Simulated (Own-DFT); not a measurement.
# Point defects and the pressure they add: D0_22 TiAl3

Everything here is calculated. The program is Own-DFT (plane waves, in-house, since retired, never reviewed by a person); positions were held fixed, and spin and spin-orbit coupling were off.

Common settings: PBE; PseudoDojo norm-conserving scalar-relativistic files; cutoff 42 hartree; 4 x 4 x 4 k mesh centred on Gamma; cold (Marzari-Vanderbilt) smearing of 0.2 eV.

Limits: forces on such cells failed a check on a denser k mesh; stress not checked against mesh or cutoff.

All runs share one cell, with vectors in Å (-2.365, -6.981, 4.326); (-7.667, 3.491, 1.442); (-2.950, -3.488, -7.241) and a volume of 625.4 Å³. Atoms were moved at random from their sites; u is the rms move along one axis. The defect's site can differ from row to row.

```
cell,formula,u (Å),P (GPa)
no defect,Al30Ti10,0.0210,1.99
no defect,Al30Ti10,0.0496,2.61
no defect,Al30Ti10,0.0520,2.70
two Al vacancies,Al28Ti10,0.0261,1.26
two Al vacancies,Al28Ti10,0.0288,1.07
two Al vacancies,Al28Ti10,0.0445,?
two Al vacancies,Al28Ti10,0.0486,1.84
one Ti vacancy,Al30Ti9,0.0313,1.85
one Ti vacancy,Al30Ti9,0.0315,1.85
one Ti vacancy,Al30Ti9,0.0433,2.15
two Al on a Ti site each,Al32Ti8,0.0276,2.82
two Al on a Ti site each,Al32Ti8,0.0500,3.34
two Al on a Ti site each,Al32Ti8,0.0527,3.48
two Ti on an Al site each,Al28Ti12,0.0299,3.31
two Ti on an Al site each,Al28Ti12,0.0478,3.66
two Ti on an Al site each,Al28Ti12,0.0532,4.02
```

## Analysis

P = P0 + c u² + a shift for each defect gives P0 = 1.80 GPa, c = 338 ± 26 GPa/Å² and a scatter of 0.08 GPa. The shifts, and each times the cell's volume:

- two Ti on an Al site each: 1.18 ± 0.07 GPa, 4.6 eV (2.3 eV for each of its 2 sites)
- two Al on a Ti site each: 0.73 ± 0.07 GPa, 2.9 eV (1.4 eV for each of its 2 sites)
- one Ti vacancy: -0.28 ± 0.07 GPa, -1.1 eV
- two Al vacancies: -0.85 ± 0.07 GPa, -3.3 eV (-1.7 eV for each of its 2 sites)

A positive shift means that the defect pushes the cell outwards. Shift times volume (160.2 GPa Å³ is 1 eV) depends little on the cell's size, so, taken for each site, it can be compared between cells at like pressure. The atoms around the defects weren't relaxed, which would change these numbers.

## Withheld run

Q: what pressure belongs in the blank (two Al vacancies, u = 0.0445 Å)?

Estimate: 1.62 ± 0.10 GPa. The run itself gave 1.43 GPa.
